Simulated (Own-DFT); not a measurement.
# Point defects and the pressure they add: D0_22 TiAl3

Everything here is calculated. The program is Own-DFT (plane waves, in-house, since retired, never reviewed by a person); positions were held fixed, and spin and spin-orbit coupling were off.

Method: PBEsol; PseudoDojo norm-conserving scalar-relativistic files, made for PBE; cutoff 42 hartree; 4 x 4 x 4 k mesh centred on Gamma; cold (Marzari-Vanderbilt) smearing of 0.2 eV.

Known weak points: forces on such cells failed a check on a denser k mesh; stress not checked against mesh or cutoff.

All runs share one cell, with vectors in Å (-2.365, -6.981, 4.326); (-7.667, 3.491, 1.442); (-2.950, -3.488, -7.241) and a volume of 625.4 Å³. The atoms are randomly displaced, by u rms on each axis. The defect's site can differ from row to row.

| cell | formula | u (Å) | P (GPa) |
|---|---|---|---|
| no defect | Al30Ti10 | 0.0200 | 0.06 |
| no defect | Al30Ti10 | 0.0213 | 0.06 |
| no defect | Al30Ti10 | 0.0533 | 0.76 |
| two Ti on an Al site each | Al28Ti12 | 0.0306 | 1.20 |
| two Ti on an Al site each | Al28Ti12 | 0.0490 | 1.77 |
| two Ti on an Al site each | Al28Ti12 | 0.0497 | 1.77 |
| two Al vacancies | Al28Ti10 | 0.0283 | -0.80 |
| two Al vacancies | Al28Ti10 | 0.0297 | -0.50 |
| two Al vacancies | Al28Ti10 | 0.0495 | -0.15 |
| two Al vacancies | Al28Ti10 | 0.0544 | ? |
| one Ti vacancy | Al30Ti9 | 0.0293 | -0.08 |
| one Ti vacancy | Al30Ti9 | 0.0484 | 0.73 |
| one Ti vacancy | Al30Ti9 | 0.0506 | 0.54 |
| two Al on a Ti site each | Al32Ti8 | 0.0283 | 1.16 |
| two Al on a Ti site each | Al32Ti8 | 0.0474 | 1.60 |
| two Al on a Ti site each | Al32Ti8 | 0.0519 | 1.73 |

## Analysis

P = P0 + c u² + a shift for each defect gives P0 = -0.11 GPa, c = 330 ± 33 GPa/Å² and a scatter of 0.11 GPa. The shifts, and each times the cell's volume:

- two Ti on an Al site each: 1.05 ± 0.09 GPa, 4.1 eV (2.0 eV for each of its 2 sites)
- two Al on a Ti site each: 0.98 ± 0.09 GPa, 3.8 eV (1.9 eV for each of its 2 sites)
- one Ti vacancy: -0.12 ± 0.09 GPa, -0.5 eV (not resolved)
- two Al vacancies: -0.83 ± 0.09 GPa, -3.2 eV (-1.6 eV for each of its 2 sites)

Against the defect-free cell, a freed cell would be larger where the shift is positive and smaller where it is negative (160.2 GPa Å³ is 1 eV). The atoms around the defects weren't relaxed, which would change these numbers.

## Withheld run

Asked: what pressure belongs in the blank (two Al vacancies, u = 0.0544 Å)?

The fitted form gives 0.04 ± 0.14 GPa. Computed: 0.29 GPa.
